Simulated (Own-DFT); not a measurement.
# Device materials side by side: how hard are they to compress?

No measurement is shown. These are fixed-geometry runs of a retired plane-wave code named Own-DFT, which no person has reviewed; spin and spin-orbit coupling are neglected.

Keep in mind (not all hold for every row): forces on such cells moved up to 12 meV/angstrom on a denser k mesh; forces not confirmed at this smearing and k mesh; k mesh not checked against a denser one; forces on such cells passed a denser k mesh, each cell not checked; stress not checked against mesh or cutoff.

All runs are PBE with PseudoDojo norm-conserving files; cutoff and k mesh are each material's own. Every cell starts from measured lattice constants and was given uniform random strains and small random moves of its atoms. Each triple is the change of volume in per cent, the rms move u in Å and the pressure in GPa.

- 2H SiC (C36Si36), 10.36 Å³/atom unstrained: (-2.66, 0.050, 11.78); (-2.49, 0.055, 12.14); (-2.30, 0.052, 11.21); (-0.19, 0.052, 6.67); (0.03, 0.052, 5.79); (0.05, 0.046, 4.89); (1.20, 0.053, 2.97)
- wurtzite AlN (Al64N64), 10.45 Å³/atom unstrained: (-2.70, 0.051, 11.98); (-1.73, 0.049, 9.72); (0.11, 0.047, 5.21); (1.41, 0.048, 3.17); (2.93, 0.052, -0.07); (3.16, 0.048, -0.56); (3.60, 0.050, -1.43)
- wurtzite GaN (Ga48N48), 11.42 Å³/atom unstrained: (-3.68, 0.050, 15.10); (-1.13, 0.050, 9.55); (0.06, 0.050, 7.47); (0.08, 0.047, 7.06); (0.93, 0.052, 5.94); (1.07, 0.044, 4.63); (1.21, 0.050, 4.61)
- diamond silicon (Si64), 20.02 Å³/atom unstrained: (-3.96, 0.048, 6.89); (-1.74, 0.051, 4.54); (-1.72, 0.056, 4.64); (-1.24, 0.051, 3.76); (-0.62, 0.049, 3.25); (1.11, 0.053, 1.57); (2.53, 0.048, 0.33)
- zincblende GaP (Ga32P32), 20.24 Å³/atom unstrained: withheld
- zincblende GaAs (As32Ga32), 22.58 Å³/atom unstrained: (-2.46, 0.053, 6.10); (-1.49, 0.050, 5.27); (-1.27, 0.052, 5.18); (-0.83, 0.055, 4.86); (-0.22, 0.046, 4.12); (-0.13, 0.045, 4.09); (1.69, 0.055, 3.05)
- grey tin (Sn64), 34.15 Å³/atom unstrained: (-1.53, 0.045, 4.57); (-1.36, 0.051, 4.51); (-0.94, 0.051, 4.22); (-0.72, 0.053, 4.13); (-0.12, 0.049, 3.85); (0.18, 0.050, 3.64); (1.33, 0.051, 2.98)

## Worked fit

Fit a line to each set against the fractional change of volume; B is minus its slope, and u is nearly the same within a set. To take it to zero pressure, assume that B rises by 4 GPa for each GPa: B0 = B - 4 x (mean pressure). The bond length of an ideal tetrahedral crystal with the unstrained volume v is d = (√3/4)(8 v)^(1/3). Cohen's empirical rule reads B0 = (1971 - 220 L) d^(-3.5) GPa, with L = 0 for group IV crystals and SiC and 1 for III-V compounds.

```
material,L,d (Å),B (GPa),mean P (GPa),B0 (GPa),rule (GPa)
2H SiC (C36Si36),0,1.888,240 ± 12,7.9,209 ± 12,213
wurtzite AlN (Al64N64),1,1.893,210 ± 5,4.0,194 ± 5,188
wurtzite GaN (Ga48N48),1,1.950,211 ± 9,7.8,180 ± 9,169
diamond silicon (Si64),0,2.352,102 ± 3,3.6,87 ± 3,99
zincblende GaP (Ga32P32),1,2.360,?,?,?,87
zincblende GaAs (As32Ga32),1,2.448,75 ± 5,4.7,57 ± 5,76
grey tin (Sn64),0,2.810,56 ± 1,4.0,40 ± 1,53
```

A line through ln[B0/(1971 - 220 L)] against ln d has a slope of -4.4 ± 0.2 and a scatter of 7 %. Against the rule, B0 stands at 98 % for 2H SiC, 104 % for wurtzite AlN, 106 % for wurtzite GaN, 89 % for diamond silicon, 74 % for zincblende GaAs, 75 % for grey tin. PBE tends to make silicon and heavier crystals too soft, and the rule itself is only a guide.

## Test on the hidden row

The question: what B0 does the fitted trend give for zincblende GaP (Ga32P32)?

The line gives 73 GPa. Its own runs give B = 95 ± 2 GPa at a mean pressure of 3.4 GPa, so B0 = 81 GPa.
